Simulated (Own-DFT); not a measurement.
Hf32O63 (monoclinic hafnia with one vacancy, atoms displaced) (calculated)

A calculation, not a measurement: plane-wave density functional theory by an unreviewed code, no spin, of a simulated periodic cell, stress positive in tension, run twice, with PBE and with PBEsol, both on files made for PBE, so the change isn't that of files made for PBEsol, defect cell not probed for a lower state with spin; hafnium file: forces about 75 meV/angstrom off all-electron values; oxygen file: force components 24 meV/angstrom off all-electron in one glass; forces on such cells passed a denser k mesh, this cell's mesh not checked; the far tail of each file's local potential was reset to the Coulomb form; each entry is a single point on an unrelaxed cell, so the pressure reflects the starting lattice, mostly measured values (interpolated for alloys), from which strain is counted, and rises with the displacements; printed positions are rounded, which can move forces by about a meV/angstrom; the program, named Own-DFT, is a retired in-house code; no spin-orbit coupling; stress was not checked against mesh or cutoff. Program: Own-DFT development build.

## Hf32O63 (monoclinic hafnia with one vacancy, atoms displaced)

```
CELL_PARAMETERS angstrom
10.23400 0.00000 0.00000
0.00000 10.35000 0.00000
-1.69550 0.00000 10.44530
ATOMIC_POSITIONS crystal
Hf 0.13803 0.01910 0.10389
Hf 0.35645 0.26929 0.14758
Hf 0.35802 0.47841 0.39330
Hf 0.14116 0.23275 0.35662
O 0.03453 0.16174 0.16775
O 0.45858 0.41475 0.07692
O 0.46171 0.33717 0.32552
O 0.03857 0.08527 0.42206
O 0.22615 0.37514 0.24119
O 0.27715 0.13208 0.00775
O 0.27591 0.11410 0.25890
O 0.22624 0.36635 0.48934
Hf 0.13567 0.01835 0.60436
Hf 0.36479 0.26800 0.64669
Hf 0.36315 0.47788 0.89361
Hf 0.13441 0.23162 0.85100
O 0.03962 0.16373 0.67259
O 0.46851 0.41270 0.57860
O 0.46428 0.33552 0.83030
O 0.03222 0.08293 0.91927
O 0.22969 0.38172 0.73914
O 0.27343 0.13173 0.51370
O 0.27733 0.12006 0.75794
O 0.21956 0.37327 0.99028
Hf 0.13493 0.51900 0.10075
Hf 0.36097 0.76673 0.14447
Hf 0.36063 0.98345 0.39339
Hf 0.14177 0.73370 0.34664
O 0.04063 0.66901 0.16618
O 0.46622 0.91700 0.07112
O 0.46790 0.83869 0.32557
O 0.03783 0.58096 0.42306
O 0.22156 0.87921 0.24317
O 0.27434 0.63032 0.00650
O 0.27676 0.61959 0.25738
O 0.22486 0.87143 0.48917
Hf 0.14112 0.51820 0.60624
Hf 0.35956 0.77030 0.64534
Hf 0.35728 0.98197 0.89614
Hf 0.13408 0.73352 0.85740
O 0.03684 0.66167 0.67406
O 0.46140 0.91255 0.57382
O 0.46597 0.83429 0.82988
O 0.04070 0.58513 0.92301
O 0.27377 0.63329 0.50838
O 0.27592 0.61902 0.75656
O 0.22085 0.86546 0.98613
Hf 0.62891 0.02340 0.10335
Hf 0.86528 0.26805 0.14997
Hf 0.86272 0.47406 0.39360
Hf 0.63721 0.23284 0.35240
O 0.54142 0.16481 0.17067
O 0.96230 0.41200 0.07353
O 0.96235 0.33511 0.32617
O 0.53900 0.08692 0.42564
O 0.72456 0.38619 0.24097
O 0.77514 0.12356 0.01038
O 0.77319 0.12222 0.25745
O 0.72500 0.37145 0.48896
Hf 0.63479 0.02011 0.60027
Hf 0.85730 0.26707 0.64481
Hf 0.86609 0.47612 0.89135
Hf 0.63943 0.22930 0.85631
O 0.53708 0.16963 0.67880
O 0.96450 0.42099 0.58082
O 0.96465 0.32974 0.82353
O 0.53692 0.08621 0.92351
O 0.72404 0.37704 0.73926
O 0.77509 0.12665 0.50825
O 0.77517 0.11469 0.76027
O 0.72718 0.37195 0.98986
Hf 0.64291 0.52071 0.10237
Hf 0.86555 0.77113 0.14823
Hf 0.85976 0.97836 0.39829
Hf 0.63511 0.73116 0.35082
O 0.53584 0.66205 0.17483
O 0.96289 0.91550 0.07181
O 0.96404 0.83520 0.32334
O 0.53827 0.58252 0.42263
O 0.72596 0.88204 0.24162
O 0.77263 0.62724 0.01170
O 0.77569 0.61481 0.25982
O 0.72672 0.87507 0.48756
Hf 0.63648 0.52070 0.60860
Hf 0.85750 0.76866 0.64431
Hf 0.86199 0.98129 0.89787
Hf 0.63708 0.72994 0.85365
O 0.53879 0.66666 0.66589
O 0.95885 0.91509 0.57102
O 0.96371 0.83395 0.82575
O 0.53911 0.57908 0.92590
O 0.72841 0.87710 0.74150
O 0.76709 0.62583 0.50756
O 0.77087 0.61852 0.75732
O 0.72592 0.87365 0.99118
```

* functional: PBE, then PBEsol
* potential files: PseudoDojo norm-conserving, scalar-relativistic, standard set
* wave cutoff: 72 hartree
* occupations: Fermi-Dirac
* smearing width: 0.1 eV
* k mesh: 2 x 2 x 2 centred on Gamma
* PBE pressure: 4.17 GPa
* PBE stress xx: -4.18 GPa
* PBE stress yy: -4.12 GPa
* PBE stress zz: -4.21 GPa
* PBE stress yz: -0.5 GPa
* PBE stress xz: -0.41 GPa
* PBE stress xy: 0.5 GPa
* PBEsol pressure: -2.21 GPa
* PBEsol stress xx: 2.22 GPa
* PBEsol stress yy: 2.21 GPa
* PBEsol stress zz: 2.19 GPa
* PBEsol stress yz: -0.47 GPa
* PBEsol stress xz: -0.05 GPa
* PBEsol stress xy: 0.5 GPa
* rms change of force components from PBE to PBEsol: 0.046 eV/Å

Force:
```csv
force element,PBE force x (eV/Å),PBE force y (eV/Å),PBE force z (eV/Å),PBEsol force x (eV/Å),PBEsol force y (eV/Å),PBEsol force z (eV/Å)
Hf,-0.62,-0.037,-0.751,-0.62,0.018,-0.75
Hf,1.453,0.752,-0.981,1.405,0.806,-0.943
Hf,1.231,0.917,1.081,1.201,0.839,1.065
Hf,-0.722,-1.031,-0.047,-0.689,-1.047,-0.05
O,0.156,0.552,0.631,0.158,0.545,0.651
O,0.376,-0.128,0.298,0.342,-0.123,0.237
O,0.603,-0.881,-0.016,0.572,-0.87,-0.063
O,-0.383,-0.119,-0.14,-0.351,-0.128,-0.072
O,-0.812,0.257,-0.233,-0.718,0.232,-0.216
O,-0.491,-0.522,0.286,-0.534,-0.522,0.282
O,-0.082,1.095,-0.074,-0.14,1.071,-0.067
O,-0.068,0.686,0.012,-0.004,0.663,-0.005
Hf,0.463,-0.09,-0.288,0.407,0.097,-0.425
Hf,-0.029,0.546,0.263,-0.032,0.578,0.281
Hf,-0.191,0.59,0.739,-0.186,0.52,0.743
Hf,0.856,-0.667,0.337,0.825,-0.699,0.305
O,-1.046,0.655,-0.169,-0.998,0.639,-0.11
O,-0.685,-0.015,-0.375,-0.678,-0.004,-0.402
O,0.694,-0.722,-0.227,0.665,-0.713,-0.269
O,1.05,0.474,0.326,1.026,0.451,0.368
O,-0.548,-0.861,0.138,-0.473,-0.836,0.133
O,0.516,-0.591,-0.692,0.435,-0.576,-0.673
O,-0.307,-0.456,0.355,-0.359,-0.44,0.35
O,-0.098,-0.39,-0.299,-0.038,-0.371,-0.288
Hf,0.642,-0.101,-0.02,0.635,-0.046,-0.069
Hf,0.935,0.039,-0.266,0.908,0.06,-0.237
Hf,0.287,-1.083,1.143,0.268,-1.117,1.134
Hf,-1.247,-1.141,1.804,-1.202,-1.145,1.73
O,-0.541,0.261,0.199,-0.52,0.269,0.247
O,-1.524,-1.153,0.711,-1.492,-1.094,0.641
O,-0.719,0.23,-0.378,-0.711,0.203,-0.408
O,0.093,0.302,-0.742,0.097,0.265,-0.67
O,0.574,-0.042,-0.913,0.608,-0.054,-0.882
O,0.283,-0.091,0.687,0.206,-0.083,0.68
O,0.134,0.037,-0.066,0.071,0.049,-0.065
O,-0.268,0.299,0.144,-0.19,0.294,0.134
Hf,-0.613,1.134,-0.709,-0.607,1.164,-0.706
Hf,0.045,-0.147,0.131,0.154,-0.181,0.057
Hf,1.088,-0.326,-0.709,1.134,-0.293,-0.568
Hf,0.597,-0.915,-1.687,0.509,-1.025,-1.586
O,-0.738,0.797,0.05,-0.708,0.777,0.097
O,0.841,0.855,0.109,0.807,0.846,0.061
O,-0.519,0.069,-0.409,-0.499,0.054,-0.432
O,-1.401,-1.066,-0.106,-1.346,-1.052,-0.047
O,0.361,-0.594,-0.28,0.292,-0.576,-0.264
O,0.235,0.653,0.435,0.172,0.627,0.412
O,0.408,1.493,0.737,0.452,1.452,0.71
Hf,2.629,-1.239,-0.332,2.568,-1.153,-0.361
Hf,-1.115,-0.504,-1.031,-1.086,-0.453,-0.982
Hf,-0.428,2.169,1.173,-0.43,2.074,1.154
Hf,0.424,0.111,-0.071,0.428,0.056,-0.091
O,-2.371,1.943,0.811,-2.296,1.893,0.84
O,0.857,0.589,0.112,0.831,0.594,0.058
O,1.416,-1.231,-0.105,1.365,-1.213,-0.154
O,-1.031,-0.094,-0.475,-0.988,-0.116,-0.41
O,-0.075,-1.553,-0.134,-0.004,-1.513,-0.121
O,0.264,1.032,0.178,0.199,0.996,0.163
O,0.381,0.359,0.775,0.305,0.366,0.756
O,-0.007,-0.761,0.084,0.061,-0.746,0.073
Hf,0.042,-0.356,1.096,0.054,-0.298,1.029
Hf,0.631,0.443,-0.502,0.601,0.489,-0.463
Hf,-0.861,0.608,0.443,-0.856,0.533,0.465
Hf,-0.042,-0.062,0.357,-0.046,-0.113,0.321
O,0.298,-0.819,-0.831,0.293,-0.773,-0.76
O,-0.439,-1.141,0.149,-0.431,-1.103,0.091
O,-0.286,0.379,0.187,-0.283,0.356,0.137
O,-0.846,-0.22,-0.448,-0.811,-0.226,-0.382
O,0.344,-0.319,0.203,0.403,-0.316,0.195
O,0.142,0.5,0.338,0.075,0.476,0.334
O,0.028,1.06,-0.562,-0.03,1.045,-0.547
O,-0.012,-0.369,-0.178,0.047,-0.349,-0.18
Hf,-0.796,-0.356,0.349,-0.749,-0.291,0.322
Hf,-1.123,0.174,-0.658,-1.09,0.23,-0.621
Hf,0.399,0.542,-1.393,0.368,0.472,-1.329
Hf,0.661,-1.033,0.6,0.638,-1.064,0.56
O,-0.783,0.702,-0.388,-0.758,0.709,-0.327
O,1.051,-0.026,0.93,1.019,-0.004,0.864
O,0.679,-0.286,0.257,0.655,-0.299,0.191
O,-1.308,-0.322,-0.402,-1.263,-0.323,-0.344
O,-0.182,-0.431,-0.198,-0.113,-0.425,-0.177
O,1.003,0.425,-0.331,0.898,0.403,-0.314
O,0.369,1.183,-0.116,0.29,1.143,-0.121
O,-0.979,-0.616,0.372,-0.886,-0.584,0.365
Hf,0.408,-0.148,-1.539,0.405,-0.078,-1.533
Hf,0.635,-0.52,-0.131,0.598,-0.458,-0.098
Hf,-0.86,-0.682,-0.385,-0.853,-0.708,-0.347
Hf,0.008,0.154,0.424,0.01,0.108,0.387
O,-1.177,1.028,0.973,-1.135,1,1.002
O,1.013,-0.076,0.991,0.97,-0.047,0.906
O,0.288,-0.152,-0.111,0.282,-0.174,-0.142
O,-0.427,0.513,-0.956,-0.406,0.483,-0.877
O,-0.626,-0.049,-0.616,-0.539,-0.064,-0.601
O,0.963,0.874,0.518,0.867,0.853,0.519
O,0.839,-0.033,0.835,0.756,-0.029,0.803
O,-0.268,-0.911,-0.302,-0.191,-0.886,-0.305
```
